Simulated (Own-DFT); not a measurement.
# Response to strain: wurtzite AlN, 72 atoms (Al36N36)

Calculated results; nothing here was measured. The program, named Own-DFT, is a retired in-house plane-wave density functional code that no person has reviewed. Each row is one single-point run on a periodic cell that was not relaxed, without spin or spin-orbit coupling.

Settings of every run: PBE; PseudoDojo norm-conserving scalar-relativistic files; cutoff 42 hartree; 3 x 3 x 2 k mesh centred on Gamma; Fermi-Dirac smearing of 0.1 eV.

Known limits: forces on such cells moved up to 12 meV/angstrom on a denser k mesh; stress not checked against mesh or cutoff.

Unstrained cell vectors in Å: (9.336, 0.000, 0.000); (-4.668, 8.085, 0.000); (0.000, 0.000, 9.964). The unstrained cell has measured lattice constants (interpolated for alloys), not those of this functional. That, the random moves and any unrelaxed bonds set the pressure at no strain. Each run strains this cell uniformly, with the atoms carried along. Every atom was also moved at random, by a Gaussian of width 0.05 Å on each axis. Strain is the symmetric tensor, in per cent. Stress is positive in tension, and the pressure is minus a third of its trace.

| run | e_xx (%) | e_yy (%) | e_zz (%) | e_yz (%) | e_xz (%) | e_xy (%) | s_xx (GPa) | s_yy (GPa) | s_zz (GPa) | s_yz (GPa) | s_xz (GPa) | s_xy (GPa) | P (GPa) | E (meV/atom) |
|---|---|---|---|---|---|---|---|---|---|---|---|---|---|---|
| 1 | 0.16 | -1.46 | 1.79 | -1.81 | -1.84 | 0.11 | -6.83 | -10.34 | 0.46 | -5.19 | -3.88 | -0.60 | 5.57 | 36.9 |
| 2 | -0.32 | -1.86 | 0.43 | 1.61 | -1.06 | -1.94 | -9.63 | -14.24 | -5.43 | 4.45 | -2.37 | -7.49 | 9.77 | 31.3 |
| 3 | -0.55 | 0.63 | -1.96 | 1.17 | -1.67 | 1.45 | -8.43 | -8.05 | -14.62 | 3.12 | -4.51 | 6.11 | 10.36 | 45.0 |
| 4 | -0.73 | -0.69 | -0.73 | -0.83 | -0.86 | -1.40 | -8.55 | -13.70 | -10.46 | -1.60 | -2.14 | -6.31 | 10.90 | 38.9 |
| 5 | 1.58 | -0.69 | 0.67 | -1.58 | 0.96 | 0.25 | 1.06 | -6.67 | -2.41 | -3.98 | 1.69 | 1.69 | 2.67 | 25.5 |
| 6 | 0.18 | -1.59 | -0.13 | -1.26 | -1.72 | 0.36 | -6.45 | -16.31 | -5.91 | -2.28 | -3.54 | 1.37 | 9.56 | 50.8 |
| 7 | 1.22 | 1.26 | 1.86 | 1.67 | 0.36 | 0.66 | 2.76 | 0.32 | 3.87 | 4.19 | 0.38 | 2.23 | -2.32 | 23.0 |
| 8 | -1.69 | 1.54 | 0.98 | -1.59 | 1.24 | 1.11 | -12.28 | -0.46 | -1.62 | -4.68 | 4.14 | 6.40 | 4.79 | 34.2 |
| 9 | -1.22 | -1.17 | -0.53 | -1.46 | -1.65 | 0.22 | -14.96 | -11.73 | -10.18 | -3.25 | -3.45 | -0.18 | 12.29 | 30.3 |
| 10 | -1.43 | 0.23 | -0.77 | 1.44 | 1.13 | -1.21 | -14.25 | -6.07 | -10.46 | 3.67 | 2.84 | -5.40 | 10.26 | 29.6 |
| 11 | -1.99 | 0.43 | -1.78 | -0.07 | 1.30 | -1.19 | -19.29 | -7.58 | -12.71 | -0.93 | 1.81 | -4.35 | 13.19 | 40.5 |
| 12 | -0.29 | 1.91 | -0.73 | -1.92 | -0.50 | 0.74 | -4.76 | 0.86 | -8.31 | -4.86 | -1.88 | 2.01 | 4.07 | 34.9 |
| 13 | 1.94 | -0.63 | 1.96 | -0.94 | 0.03 | 1.07 | 4.37 | -6.74 | 3.20 | -1.58 | -0.65 | 1.41 | -0.28 | 26.1 |
| 14 | -0.28 | 1.01 | -0.63 | 0.04 | 0.52 | 0.49 | -6.97 | -2.43 | -5.31 | -0.20 | 1.93 | 1.09 | 4.90 | 0.0 |
| 15 | 0.81 | -0.98 | 1.76 | -1.61 | -1.10 | 1.11 | -4.24 | -4.81 | 1.62 | -3.59 | -3.48 | 1.70 | 2.48 | 15.8 |
| 16 | -1.19 | -1.88 | -1.20 | 1.31 | 0.83 | 0.91 | -14.58 | -16.76 | -14.58 | 3.21 | 3.33 | 3.47 | 15.30 | 32.1 |
| 17 | 1.00 | -0.18 | 1.03 | -1.72 | 0.96 | -0.57 | -0.04 | -6.53 | -0.41 | -4.44 | 1.23 | -2.68 | 2.33 | 13.6 |
| 18 | -1.75 | -1.92 | 0.94 | -0.74 | -0.29 | 0.66 | ? | ? | ? | ? | ? | ? | ? | ? |

E is the free energy for each atom above the lowest run shown.

## Worked fit

Each stress component was fitted by least squares to a constant and the strains of the runs shown, as fractions, with shears doubled. Shear strains stay in the fit of a normal stress only where such slopes are resolved. The slopes, in GPa:

```
stress,at no strain,per e_xx,per e_yy,per e_zz,scatter
s_xx,-6.1,552 ± 38,125 ± 26,18 ± 34,1.24
s_yy,-6.8,25 ± 52,424 ± 35,154 ± 47,1.70
s_zz,-5.6,79 ± 33,90 ± 22,417 ± 29,1.08
```

Each shear stress against twice its own strain: yz 128 ± 4, xz 120 ± 9, xy 198 ± 17 GPa. These are stiffnesses along x, y and z of the frame in which the cell vectors are given, which need not be the crystal's axes. The atoms are held to the strained lattice; where symmetry lets them move under strain, relaxing them would lower some slopes. The table should be nearly symmetric about its diagonal, and what it lacks of that shows the noise. A ninth of its sum, 209 ± 4 GPa, estimates the bulk modulus near the mean pressure of these runs, 6.8 GPa, so it lies above the value at zero pressure.

## Withheld run

Question: what normal stresses and pressure should run 18 give?

The fit gives s_xx = -18.0, s_yy = -14.0, s_zz = -4.8 and P = 12.3 GPa. The calculation gave -16.92, -18.18, -2.04 and P = 12.38 GPa.
